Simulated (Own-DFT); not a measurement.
# Computed records: Si₂SnGe₁₃ (diamond-structure random alloy, atoms displaced)

Computed with Own-DFT development build. A calculation, not a measurement: plane-wave density functional theory by an unreviewed code, no spin, of a simulated periodic cell, stress positive in tension, run twice, with PBE and with PBEsol, both on files made for PBE, so the change isn't that of files made for PBEsol, forces on such cells moved up to 12 meV/angstrom on a denser k mesh; the far tail of each file's local potential was reset to the Coulomb form; each entry is a single point on an unrelaxed cell, so the pressure reflects the starting lattice, mostly measured values (interpolated for alloys), from which strain is counted, and rises with the displacements; printed positions are rounded, which can move forces by about a meV/angstrom; the program, named Own-DFT, is a retired in-house code; no spin-orbit coupling; stress was not checked against mesh or cutoff.

Settings shared by all entries: functional PBE, then PBEsol; potential files PseudoDojo norm-conserving, scalar-relativistic, standard set; wave cutoff 49 hartree; occupations Fermi-Dirac; smearing width 0.1 eV; k mesh 3 x 3 x 3 centred on Gamma.

(1) 
```cif
# cell vector a (Å): 11.3631 0.0000 0.0000
# cell vector b (Å): 0.0000 11.3631 0.0000
# cell vector c (Å): 0.0000 0.0000 11.3631
data_Si2SnGe13
_symmetry_space_group_name_H-M 'P 1'
_symmetry_Int_Tables_number 1
_cell_length_a 11.3631
_cell_length_b 11.3631
_cell_length_c 11.3631
_cell_angle_alpha 90.000
_cell_angle_beta 90.000
_cell_angle_gamma 90.000
_cell_volume 1467.20
loop_
_atom_site_label
_atom_site_type_symbol
_atom_site_fract_x
_atom_site_fract_y
_atom_site_fract_z
_atom_site_occupancy
Ge1 Ge 0.00291 0.99918 0.00193 1
Ge2 Ge 0.99813 0.25328 0.25426 1
Ge3 Ge 0.24876 0.00172 0.25078 1
Ge4 Ge 0.24946 0.25347 0.00000 1
Ge5 Ge 0.12543 0.12556 0.12472 1
Ge6 Ge 0.12721 0.37330 0.37676 1
Ge7 Ge 0.37333 0.12325 0.37188 1
Ge8 Ge 0.37774 0.37713 0.12350 1
Si1 Si 0.99886 0.00114 0.50123 1
Ge9 Ge 0.99312 0.25035 0.75117 1
Ge10 Ge 0.25251 0.00280 0.74393 1
Si2 Si 0.24725 0.25100 0.49710 1
Ge11 Ge 0.12529 0.12784 0.62123 1
Ge12 Ge 0.12453 0.37330 0.87165 1
Ge13 Ge 0.38063 0.12548 0.87620 1
Ge14 Ge 0.37502 0.37619 0.62171 1
Ge15 Ge 0.99939 0.50101 0.99946 1
Ge16 Ge 0.00262 0.74845 0.24697 1
Ge17 Ge 0.25026 0.49978 0.24653 1
Ge18 Ge 0.25181 0.74938 0.99743 1
Si3 Si 0.12942 0.62191 0.12689 1
Ge19 Ge 0.12643 0.87547 0.37487 1
Ge20 Ge 0.37589 0.63165 0.37153 1
Ge21 Ge 0.37426 0.87296 0.13047 1
Ge22 Ge 0.00086 0.50169 0.49721 1
Ge23 Ge 0.00172 0.74788 0.75075 1
Ge24 Ge 0.25193 0.50046 0.75223 1
Sn1 Sn 0.25282 0.74838 0.49616 1
Ge25 Ge 0.12564 0.62476 0.62595 1
Ge26 Ge 0.12684 0.87073 0.87084 1
Sn2 Sn 0.37675 0.62597 0.87946 1
Si4 Si 0.37418 0.87575 0.62561 1
Ge27 Ge 0.50163 0.99834 0.99859 1
Ge28 Ge 0.49910 0.24950 0.25123 1
Si5 Si 0.74685 0.99936 0.24820 1
Ge29 Ge 0.74976 0.25289 0.00011 1
Ge30 Ge 0.62498 0.12622 0.12310 1
Ge31 Ge 0.62310 0.37431 0.37918 1
Ge32 Ge 0.87452 0.12770 0.37575 1
Ge33 Ge 0.87849 0.37826 0.12539 1
Ge34 Ge 0.50353 0.00293 0.49434 1
Ge35 Ge 0.50185 0.25237 0.74755 1
Ge36 Ge 0.74891 0.00313 0.74481 1
Ge37 Ge 0.75215 0.25279 0.49885 1
Ge38 Ge 0.62382 0.12138 0.62537 1
Ge39 Ge 0.62636 0.36909 0.87165 1
Ge40 Ge 0.87385 0.12314 0.87321 1
Sn3 Sn 0.87566 0.37076 0.62220 1
Ge41 Ge 0.49940 0.49995 0.00173 1
Ge42 Ge 0.50079 0.74742 0.25273 1
Ge43 Ge 0.74810 0.49736 0.24626 1
Ge44 Ge 0.75264 0.75207 0.00284 1
Si6 Si 0.62213 0.61987 0.12696 1
Sn4 Sn 0.62532 0.87620 0.38126 1
Ge45 Ge 0.87654 0.62530 0.37371 1
Ge46 Ge 0.87804 0.87290 0.12051 1
Ge47 Ge 0.50463 0.49743 0.49890 1
Si7 Si 0.49655 0.74951 0.74859 1
Ge48 Ge 0.74933 0.49954 0.74883 1
Ge49 Ge 0.74669 0.74892 0.49939 1
Ge50 Ge 0.62514 0.62350 0.62387 1
Ge51 Ge 0.62464 0.87117 0.87167 1
Si8 Si 0.87307 0.62362 0.87377 1
Ge52 Ge 0.87527 0.87473 0.62139 1
_calc_PBE_pressure 4.26  # GPa
_calc_PBE_stress_xx -4.24  # GPa
_calc_PBE_stress_yy -4.26  # GPa
_calc_PBE_stress_zz -4.26  # GPa
_calc_PBE_stress_yz 0.11  # GPa
_calc_PBE_stress_xz -0.33  # GPa
_calc_PBE_stress_xy 0.35  # GPa
_calc_PBEsol_pressure 1.42  # GPa
_calc_PBEsol_stress_xx -1.41  # GPa
_calc_PBEsol_stress_yy -1.43  # GPa
_calc_PBEsol_stress_zz -1.43  # GPa
_calc_PBEsol_stress_yz 0.1  # GPa
_calc_PBEsol_stress_xz -0.31  # GPa
_calc_PBEsol_stress_xy 0.34  # GPa
_calc_rms_change_of_force_components_from_PBE_to_PBEsol 0.038  # eV/angstrom
```

Force:
```csv
force element,PBE force x (eV/Å),PBE force y (eV/Å),PBE force z (eV/Å),PBEsol force x (eV/Å),PBEsol force y (eV/Å),PBEsol force z (eV/Å)
Ge,0.005,-0.051,-0.733,0,-0.056,-0.707
Ge,0.321,-0.324,-0.449,0.308,-0.308,-0.431
Ge,-0.109,-0.264,-0.23,-0.098,-0.261,-0.22
Ge,0.248,-0.372,-0.144,0.242,-0.357,-0.14
Ge,-0.105,0.423,0.232,-0.097,0.405,0.226
Ge,0.104,0.392,-0.197,0.056,0.415,-0.23
Ge,-0.224,0.631,0.569,-0.181,0.578,0.514
Ge,-0.262,-0.353,0.297,-0.257,-0.338,0.287
Si,0.179,-0.023,-0.423,0.175,-0.018,-0.411
Ge,1.855,-1.345,0.959,1.799,-1.304,0.93
Ge,0.11,-0.204,0.429,0.072,-0.167,0.445
Si,0.64,-0.231,0.187,0.623,-0.226,0.184
Ge,-0.36,-0.011,-0.014,-0.351,-0.018,0.051
Ge,-0.199,0.135,0.192,-0.191,0.131,0.192
Ge,-0.598,0.155,-0.205,-0.576,0.148,-0.199
Ge,-0.373,-0.307,-0.094,-0.32,-0.264,-0.057
Ge,0.401,0.549,-0.204,0.386,0.467,-0.192
Ge,0.227,-0.089,-0.052,0.187,-0.054,-0.019
Ge,0.169,0.047,0.41,0.204,0.015,0.427
Ge,-1.568,1.07,1.926,-1.491,1.064,1.837
Si,-0.443,0.402,-0.627,-0.431,0.392,-0.613
Ge,-1.528,1.214,-0.64,-1.447,1.145,-0.658
Ge,1.119,-2.538,-0.894,1.09,-2.453,-0.874
Ge,0.09,0.189,-0.543,0.087,0.183,-0.526
Ge,0.838,0.582,-0.401,0.813,0.566,-0.39
Ge,-0.769,-0.19,-0.034,-0.702,-0.154,-0.064
Ge,-0.918,-0.91,-1.081,-0.898,-0.882,-1.05
Sn,-0.316,0.695,1.285,-0.345,0.636,1.199
Ge,-0.62,-0.894,0.552,-0.604,-0.867,0.536
Ge,0.117,0.773,0.243,0.115,0.741,0.237
Sn,0.433,-0.065,-0.935,0.372,-0.11,-0.862
Si,1.37,0.703,0.478,1.305,0.733,0.433
Ge,-0.069,-0.31,0.293,-0.066,-0.287,0.278
Ge,0.069,0.101,-0.151,0.064,0.097,-0.151
Si,1.338,0.793,-0.806,1.312,0.784,-0.794
Ge,0.463,-0.338,0.086,0.439,-0.328,0.074
Ge,0.186,-0.27,0.308,0.146,-0.231,0.265
Ge,0.458,-0.267,-0.83,0.444,-0.259,-0.796
Ge,-0.192,-0.971,-0.228,-0.187,-0.868,-0.217
Ge,-0.285,-0.345,-0.134,-0.279,-0.333,-0.128
Ge,-2.258,0.946,2.15,-2.16,0.942,2.062
Ge,-0.365,-0.452,-0.205,-0.344,-0.44,-0.19
Ge,0.221,-0.811,0.508,0.21,-0.78,0.489
Ge,-1.754,-1.754,-0.944,-1.698,-1.699,-0.92
Ge,0.022,0.908,-0.542,0.029,0.879,-0.526
Ge,-0.124,0.957,0.423,-0.117,0.92,0.404
Ge,-0.066,-0.1,0.556,-0.065,-0.084,0.528
Sn,0.135,1.418,0.096,0.124,1.371,0.095
Ge,1.762,-1.102,0.652,1.661,-1.103,0.609
Ge,-0.005,-0.524,-1.415,-0.059,-0.483,-1.331
Ge,-0.133,0.351,0.454,-0.09,0.307,0.471
Ge,-0.623,-1.141,-0.467,-0.594,-1.039,-0.452
Si,0.349,0.604,-0.207,0.34,0.59,-0.199
Sn,0.468,-0.154,-1.76,0.41,-0.19,-1.663
Ge,-0.376,0.001,-0.274,-0.36,-0.001,-0.261
Ge,-0.287,0.645,0.976,-0.251,0.593,0.913
Ge,-0.868,0.739,-0.068,-0.829,0.713,-0.062
Si,0.892,1.036,-1.221,0.915,0.979,-1.162
Ge,-0.429,0.832,1.008,-0.451,0.772,0.94
Ge,1.706,-1.295,1.153,1.653,-1.257,1.125
Ge,-0.382,0.393,0.537,-0.336,0.343,0.48
Ge,0.046,0.078,-0.195,0.075,0.115,-0.149
Si,0.037,0.192,0.208,0.037,0.185,0.203
Ge,0.228,0.046,0.184,0.183,0.015,0.207
```

(2) 
```cif
# cell vector a (Å): 11.3631 0.0000 0.0000
# cell vector b (Å): 0.0000 11.3631 0.0000
# cell vector c (Å): 0.0000 0.0000 11.3631
data_Si2SnGe13
_symmetry_space_group_name_H-M 'P 1'
_symmetry_Int_Tables_number 1
_cell_length_a 11.3631
_cell_length_b 11.3631
_cell_length_c 11.3631
_cell_angle_alpha 90.000
_cell_angle_beta 90.000
_cell_angle_gamma 90.000
_cell_volume 1467.20
loop_
_atom_site_label
_atom_site_type_symbol
_atom_site_fract_x
_atom_site_fract_y
_atom_site_fract_z
_atom_site_occupancy
Ge1 Ge 0.00429 0.00344 0.99675 1
Sn1 Sn 0.00547 0.25125 0.24720 1
Ge2 Ge 0.25118 0.00322 0.25126 1
Si1 Si 0.25141 0.25097 0.00087 1
Ge3 Ge 0.12534 0.12099 0.12572 1
Ge4 Ge 0.12398 0.37765 0.37523 1
Ge5 Ge 0.37548 0.12734 0.37072 1
Ge6 Ge 0.36932 0.37447 0.12349 1
Ge7 Ge 0.99647 0.99856 0.50145 1
Ge8 Ge 0.99576 0.24876 0.75215 1
Sn2 Sn 0.24953 0.99889 0.75244 1
Ge9 Ge 0.24937 0.25182 0.50121 1
Ge10 Ge 0.12706 0.12996 0.62131 1
Ge11 Ge 0.13168 0.37510 0.87424 1
Si2 Si 0.37899 0.12461 0.87337 1
Ge12 Ge 0.37682 0.37488 0.62497 1
Ge13 Ge 0.00303 0.50416 0.00045 1
Ge14 Ge 0.99705 0.74733 0.24643 1
Ge15 Ge 0.25058 0.50242 0.24641 1
Ge16 Ge 0.25127 0.75053 0.99750 1
Ge17 Ge 0.12431 0.62481 0.12372 1
Ge18 Ge 0.11975 0.87756 0.36938 1
Ge19 Ge 0.37586 0.62810 0.37271 1
Ge20 Ge 0.37773 0.87532 0.12292 1
Ge21 Ge 0.00344 0.49800 0.50579 1
Ge22 Ge 0.99954 0.75060 0.75272 1
Si3 Si 0.24983 0.50105 0.75379 1
Ge23 Ge 0.25048 0.74936 0.50103 1
Ge24 Ge 0.12728 0.62089 0.62424 1
Ge25 Ge 0.12154 0.87613 0.87441 1
Ge26 Ge 0.37647 0.62724 0.87501 1
Ge27 Ge 0.37586 0.87359 0.63050 1
Si4 Si 0.49825 0.99890 0.00314 1
Si5 Si 0.49801 0.25037 0.25211 1
Ge28 Ge 0.75039 0.99710 0.25359 1
Ge29 Ge 0.74929 0.24498 0.00392 1
Ge30 Ge 0.62398 0.12304 0.12047 1
Ge31 Ge 0.62706 0.37427 0.37289 1
Ge32 Ge 0.87425 0.12460 0.37324 1
Ge33 Ge 0.87768 0.37469 0.12160 1
Ge34 Ge 0.50448 0.99798 0.50097 1
Ge35 Ge 0.50104 0.24463 0.74861 1
Ge36 Ge 0.74886 0.99907 0.74790 1
Si6 Si 0.74801 0.25359 0.49687 1
Ge37 Ge 0.62447 0.11891 0.62718 1
Ge38 Ge 0.62312 0.37655 0.87038 1
Ge39 Ge 0.87441 0.12370 0.87683 1
Si7 Si 0.87789 0.37515 0.62024 1
Ge40 Ge 0.50125 0.50204 0.99880 1
Si8 Si 0.50139 0.75508 0.25126 1
Ge41 Ge 0.75387 0.49977 0.24967 1
Sn3 Sn 0.74828 0.75220 0.00021 1
Sn4 Sn 0.62538 0.62295 0.12409 1
Ge42 Ge 0.63006 0.87696 0.37565 1
Ge43 Ge 0.87186 0.62618 0.37496 1
Ge44 Ge 0.87655 0.87599 0.12892 1
Ge45 Ge 0.50296 0.49807 0.49781 1
Ge46 Ge 0.49917 0.74955 0.75009 1
Ge47 Ge 0.75029 0.49558 0.74958 1
Ge48 Ge 0.75039 0.75332 0.50242 1
Ge49 Ge 0.62564 0.62878 0.62594 1
Ge50 Ge 0.62267 0.88065 0.87632 1
Ge51 Ge 0.87792 0.62147 0.87335 1
Ge52 Ge 0.87542 0.87591 0.62357 1
_calc_PBE_pressure 4.16  # GPa
_calc_PBE_stress_xx -4.17  # GPa
_calc_PBE_stress_yy -4.2  # GPa
_calc_PBE_stress_zz -4.11  # GPa
_calc_PBE_stress_yz 0.07  # GPa
_calc_PBE_stress_xz 0.11  # GPa
_calc_PBE_stress_xy -0.57  # GPa
_calc_PBEsol_pressure 1.33  # GPa
_calc_PBEsol_stress_xx -1.33  # GPa
_calc_PBEsol_stress_yy -1.36  # GPa
_calc_PBEsol_stress_zz -1.28  # GPa
_calc_PBEsol_stress_yz 0.07  # GPa
_calc_PBEsol_stress_xz 0.1  # GPa
_calc_PBEsol_stress_xy -0.55  # GPa
_calc_rms_change_of_force_components_from_PBE_to_PBEsol 0.035  # eV/angstrom
```

Force:
```csv
force element,PBE force x (eV/Å),PBE force y (eV/Å),PBE force z (eV/Å),PBEsol force x (eV/Å),PBEsol force y (eV/Å),PBEsol force z (eV/Å)
Ge,-0.6,-0.504,0.607,-0.581,-0.49,0.592
Sn,-0.675,-0.213,0.332,-0.657,-0.213,0.322
Ge,0.097,-0.615,-0.362,0.082,-0.589,-0.353
Si,0.157,-0.862,-0.443,0.116,-0.807,-0.398
Ge,1.566,-0.211,-1.492,1.491,-0.23,-1.418
Ge,1.326,0.961,0.901,1.289,0.928,0.875
Ge,0.326,0.038,0.788,0.27,0.002,0.79
Ge,0.816,-0.309,0.012,0.786,-0.23,0.022
Ge,0.45,0.577,-0.315,0.431,0.558,-0.313
Ge,0.332,0.556,-0.52,0.354,0.506,-0.474
Sn,0.042,0.935,-0.132,0.002,0.859,-0.172
Ge,0.366,0.299,-0.586,0.348,0.287,-0.563
Ge,-1.228,0.065,-0.167,-1.191,0.063,-0.164
Ge,-0.399,-0.135,0.225,-0.452,-0.131,0.225
Si,0.435,0.817,1.791,0.43,0.808,1.683
Ge,-0.295,0.285,0.438,-0.255,0.241,0.388
Ge,-0.003,-0.73,-0.462,-0.007,-0.701,-0.444
Ge,0.285,0.039,0.356,0.271,0.048,0.342
Ge,-0.118,0.021,0.513,-0.116,0.019,0.493
Ge,-0.303,0.119,0.233,-0.291,0.113,0.225
Ge,0.342,0.392,0.062,0.325,0.372,0.057
Ge,0.374,-0.424,0.554,0.36,-0.407,0.537
Ge,0.302,0.082,-0.068,0.256,0.049,-0.034
Ge,-0.081,-0.014,0.496,-0.141,-0.017,0.48
Ge,-0.685,0.207,-0.654,-0.617,0.235,-0.665
Ge,0.067,-0.388,-0.632,0.062,-0.376,-0.604
Si,0.517,-0.023,-0.463,0.502,-0.021,-0.452
Ge,-0.176,0.33,-0.301,-0.166,0.307,-0.285
Ge,0.238,0.458,0.773,0.199,0.475,0.708
Ge,-0.539,-1.151,1.025,-0.526,-1.115,0.991
Ge,-0.351,-0.523,-0.264,-0.305,-0.469,-0.224
Ge,0.833,-0.8,-1.623,0.811,-0.787,-1.571
Si,-0.15,0.618,-0.794,-0.11,0.564,-0.742
Si,0.301,0.16,-0.736,0.294,0.161,-0.718
Ge,0.048,0.66,-0.62,0.06,0.632,-0.592
Ge,-0.024,0.889,-0.741,-0.017,0.853,-0.714
Ge,-0.619,-0.207,1.107,-0.529,-0.192,1.071
Ge,-0.11,-0.334,-0.136,-0.109,-0.255,-0.132
Ge,-0.903,-0.151,1.118,-0.85,-0.188,1.054
Ge,-0.88,0.86,-0.705,-0.852,0.837,-0.678
Ge,-0.78,-0.022,-0.269,-0.742,-0.023,-0.247
Ge,-0.207,0.246,0.182,-0.163,0.269,0.139
Ge,0.343,-0.053,0.402,0.321,-0.052,0.389
Si,0.433,-0.521,0.619,0.387,-0.544,0.566
Ge,0.562,1.127,-0.745,0.513,1.06,-0.691
Ge,0.079,-0.715,0.585,0.075,-0.686,0.56
Ge,-0.257,-0.05,-0.202,-0.24,-0.046,-0.195
Si,-0.748,-0.544,0.323,-0.692,-0.497,0.351
Ge,-1.417,-1.461,-0.918,-1.373,-1.409,-0.895
Si,-0.538,0.338,0.624,-0.532,0.332,0.615
Ge,0.598,-1.062,0.646,0.579,-1.027,0.628
Sn,1.801,1.185,-1.598,1.756,1.152,-1.553
Sn,-1.49,-0.543,2.147,-1.409,-0.569,2.044
Ge,-0.785,-0.556,-0.065,-0.722,-0.502,-0.032
Ge,0.548,-0.22,0.561,0.527,-0.21,0.529
Ge,0.766,1.036,0.001,0.736,0.994,0.008
Ge,-0.153,0.445,0.072,-0.148,0.429,0.069
Ge,0.364,0.214,0.245,0.347,0.212,0.236
Ge,0.55,0.245,-0.697,0.5,0.271,-0.635
Ge,-0.003,-0.328,-0.224,-0.003,-0.311,-0.218
Ge,0.056,-0.557,-0.024,0.05,-0.535,-0.022
Ge,-1.018,0.592,-0.771,-0.949,0.536,-0.784
Ge,0.166,-0.325,-0.555,0.168,-0.309,-0.533
Ge,0.05,-0.245,0.548,0.044,-0.233,0.525
```

(3) 
```cif
# cell vector a (Å): 11.3631 0.0000 0.0000
# cell vector b (Å): 0.0000 11.3631 0.0000
# cell vector c (Å): 0.0000 0.0000 11.3631
data_Si2SnGe13
_symmetry_space_group_name_H-M 'P 1'
_symmetry_Int_Tables_number 1
_cell_length_a 11.3631
_cell_length_b 11.3631
_cell_length_c 11.3631
_cell_angle_alpha 90.000
_cell_angle_beta 90.000
_cell_angle_gamma 90.000
_cell_volume 1467.20
loop_
_atom_site_label
_atom_site_type_symbol
_atom_site_fract_x
_atom_site_fract_y
_atom_site_fract_z
_atom_site_occupancy
Ge1 Ge 0.99825 0.00028 0.99779 1
Ge2 Ge 0.99904 0.25158 0.24943 1
Ge3 Ge 0.25176 0.00256 0.25292 1
Ge4 Ge 0.25072 0.25161 0.99972 1
Ge5 Ge 0.12273 0.12370 0.12630 1
Ge6 Ge 0.12501 0.37389 0.37604 1
Ge7 Ge 0.37842 0.12759 0.37914 1
Ge8 Ge 0.37156 0.37448 0.12434 1
Ge9 Ge 0.99945 0.99681 0.50130 1
Ge10 Ge 0.99980 0.24845 0.75139 1
Ge11 Ge 0.24811 0.99726 0.75205 1
Ge12 Ge 0.24742 0.25010 0.49988 1
Ge13 Ge 0.12984 0.12807 0.62420 1
Ge14 Ge 0.12328 0.37876 0.87424 1
Si1 Si 0.37653 0.12501 0.87691 1
Ge15 Ge 0.37643 0.37520 0.62837 1
Sn1 Sn 0.00170 0.49627 0.00341 1
Ge16 Ge 0.99924 0.75106 0.25041 1
Si2 Si 0.24981 0.49785 0.24709 1
Ge17 Ge 0.25240 0.75333 0.00404 1
Ge18 Ge 0.12525 0.62793 0.12517 1
Ge19 Ge 0.12368 0.87826 0.37164 1
Ge20 Ge 0.37596 0.62968 0.37661 1
Ge21 Ge 0.36876 0.87332 0.12433 1
Ge22 Ge 0.99696 0.49861 0.49690 1
Ge23 Ge 0.99961 0.74839 0.75119 1
Ge24 Ge 0.24588 0.50099 0.74729 1
Sn2 Sn 0.25763 0.75004 0.49843 1
Sn3 Sn 0.12602 0.62506 0.62450 1
Ge25 Ge 0.12255 0.87063 0.87376 1
Ge26 Ge 0.37517 0.62516 0.87530 1
Ge27 Ge 0.37375 0.87304 0.62413 1
Ge28 Ge 0.49528 0.99431 0.99910 1
Ge29 Ge 0.49790 0.25376 0.25273 1
Ge30 Ge 0.74769 0.00237 0.24692 1
Si3 Si 0.75061 0.24846 0.99297 1
Sn4 Sn 0.62333 0.12712 0.12201 1
Ge31 Ge 0.62673 0.37247 0.37467 1
Ge32 Ge 0.87205 0.12939 0.37710 1
Ge33 Ge 0.87510 0.37705 0.12568 1
Ge34 Ge 0.50129 0.00280 0.50173 1
Si4 Si 0.50271 0.25124 0.75526 1
Ge35 Ge 0.74730 0.99625 0.74708 1
Ge36 Ge 0.75064 0.25453 0.49966 1
Ge37 Ge 0.62612 0.12197 0.62593 1
Ge38 Ge 0.62504 0.37509 0.87465 1
Ge39 Ge 0.87516 0.12666 0.87356 1
Ge40 Ge 0.87516 0.37348 0.62253 1
Si5 Si 0.49996 0.49420 0.00207 1
Ge41 Ge 0.49881 0.75152 0.24810 1
Ge42 Ge 0.75253 0.49861 0.25349 1
Ge43 Ge 0.75194 0.74699 0.00024 1
Ge44 Ge 0.62486 0.62218 0.12416 1
Ge45 Ge 0.62454 0.87810 0.37459 1
Si6 Si 0.87780 0.62067 0.37180 1
Ge46 Ge 0.87341 0.87602 0.12522 1
Ge47 Ge 0.49865 0.50200 0.50288 1
Ge48 Ge 0.49927 0.74990 0.74869 1
Si7 Si 0.74694 0.49812 0.74803 1
Ge49 Ge 0.75455 0.75508 0.49783 1
Ge50 Ge 0.62446 0.62437 0.62611 1
Si8 Si 0.61965 0.86815 0.86807 1
Ge51 Ge 0.87430 0.62641 0.87708 1
Ge52 Ge 0.87653 0.87423 0.62814 1
_calc_PBE_pressure 4.2  # GPa
_calc_PBE_stress_xx -4.2  # GPa
_calc_PBE_stress_yy -4.15  # GPa
_calc_PBE_stress_zz -4.24  # GPa
_calc_PBE_stress_yz -0.15  # GPa
_calc_PBE_stress_xz 0.18  # GPa
_calc_PBE_stress_xy -0.08  # GPa
_calc_PBEsol_pressure 1.36  # GPa
_calc_PBEsol_stress_xx -1.37  # GPa
_calc_PBEsol_stress_yy -1.31  # GPa
_calc_PBEsol_stress_zz -1.4  # GPa
_calc_PBEsol_stress_yz -0.15  # GPa
_calc_PBEsol_stress_xz 0.17  # GPa
_calc_PBEsol_stress_xy -0.08  # GPa
_calc_rms_change_of_force_components_from_PBE_to_PBEsol 0.035  # eV/angstrom
```

Force:
```csv
force element,PBE force x (eV/Å),PBE force y (eV/Å),PBE force z (eV/Å),PBEsol force x (eV/Å),PBEsol force y (eV/Å),PBEsol force z (eV/Å)
Ge,0.152,-0.136,0.131,0.146,-0.133,0.129
Ge,-0.037,-0.234,0.147,-0.037,-0.225,0.146
Ge,-0.076,0.184,-0.218,-0.084,0.168,-0.214
Ge,-0.236,-0.622,-0.435,-0.258,-0.568,-0.384
Ge,0.272,0.197,-0.203,0.261,0.197,-0.195
Ge,0.162,0.395,-0.618,0.121,0.349,-0.566
Ge,-0.348,-0.027,-0.17,-0.338,-0.026,-0.165
Ge,0.274,0.47,0.211,0.262,0.388,0.202
Ge,0.049,0.77,-0.035,0.051,0.744,-0.035
Ge,0.292,0.245,-0.397,0.284,0.235,-0.385
Ge,0.52,0.578,0.118,0.472,0.527,0.08
Ge,0.697,0.332,0.097,0.669,0.316,0.097
Ge,-0.703,-0.708,0.256,-0.681,-0.687,0.246
Ge,1.31,-1.519,-1.074,1.271,-1.471,-1.039
Si,-0.044,0.058,-0.356,-0.081,0.017,-0.308
Ge,0.05,-0.415,0.12,0.012,-0.359,0.08
Sn,-0.209,1.066,-0.272,-0.201,1.043,-0.266
Ge,-0.193,-0.273,0.067,-0.15,-0.23,0.028
Si,0.002,0.607,0.536,0,0.594,0.523
Ge,-0.603,-0.743,-0.787,-0.587,-0.717,-0.757
Ge,1.124,0.454,1.128,1.061,0.473,1.063
Ge,-0.397,0.3,-0.189,-0.384,0.296,-0.185
Ge,1.246,-2.402,-2.186,1.239,-2.298,-2.089
Ge,0.649,0.591,0.615,0.631,0.568,0.589
Ge,-0.561,-0.413,-0.627,-0.508,-0.445,-0.575
Ge,-1.028,0.599,0.722,-0.996,0.588,0.707
Ge,1.58,-1.235,1.52,1.529,-1.198,1.476
Sn,-0.942,1.555,-1.12,-0.904,1.512,-1.086
Sn,-1.652,-0.651,0.123,-1.604,-0.641,0.132
Ge,0.168,0.368,0.431,0.162,0.359,0.412
Ge,0.15,-0.459,0.39,0.113,-0.41,0.344
Ge,1.427,1.765,1.395,1.385,1.707,1.353
Ge,-0.298,-0.561,-1.256,-0.297,-0.547,-1.153
Ge,-0.619,0.486,0.323,-0.597,0.465,0.32
Ge,1.095,-0.754,1.262,1.059,-0.734,1.228
Si,0.787,1.144,-0.096,0.774,1.123,-0.099
Sn,-0.266,0.282,-0.541,-0.296,0.225,-0.474
Ge,-0.435,0.71,0.335,-0.415,0.683,0.324
Ge,0.346,-0.621,-0.197,0.331,-0.596,-0.195
Ge,-1.609,-1.75,0.641,-1.525,-1.668,0.657
Ge,-0.15,-0.412,0.125,-0.141,-0.397,0.117
Si,-0.452,-0.681,-0.301,-0.401,-0.627,-0.329
Ge,-0.027,-0.099,0.792,0.008,-0.065,0.723
Ge,-0.391,-0.687,0.329,-0.37,-0.668,0.307
Ge,-0.199,1.058,0.172,-0.164,0.987,0.132
Ge,0.175,0.101,0.086,0.172,0.098,0.084
Ge,-0.482,-0.356,-0.016,-0.424,-0.374,-0.047
Ge,-0.191,0.438,0.692,-0.159,0.394,0.631
Si,-0.08,0.518,-0.198,-0.078,0.505,-0.194
Ge,0.248,-0.118,-0.029,0.234,-0.115,-0.019
Ge,-0.238,0.298,-0.183,-0.26,0.249,-0.214
Ge,-0.865,0.657,-0.312,-0.801,0.602,-0.275
Ge,-0.183,-0.213,-0.005,-0.142,-0.173,0.026
Ge,0.04,-0.093,-0.139,0.04,-0.083,-0.136
Si,-0.247,0.676,0.295,-0.24,0.658,0.289
Ge,0.029,-0.048,-0.051,0.028,-0.047,-0.05
Ge,0.255,-0.274,-0.445,0.246,-0.255,-0.424
Ge,-0.069,-0.235,-0.053,-0.107,-0.266,-0.094
Si,0.422,0.297,0.158,0.411,0.292,0.155
Ge,-0.124,-0.993,-0.167,-0.148,-0.926,-0.129
Ge,0.58,0.137,-0.141,0.514,0.16,-0.166
Si,0.616,0.541,0.961,0.601,0.527,0.941
Ge,-0.841,-0.171,-1.225,-0.787,-0.13,-1.155
Ge,0.078,0.028,-0.138,0.073,0.029,-0.139
```
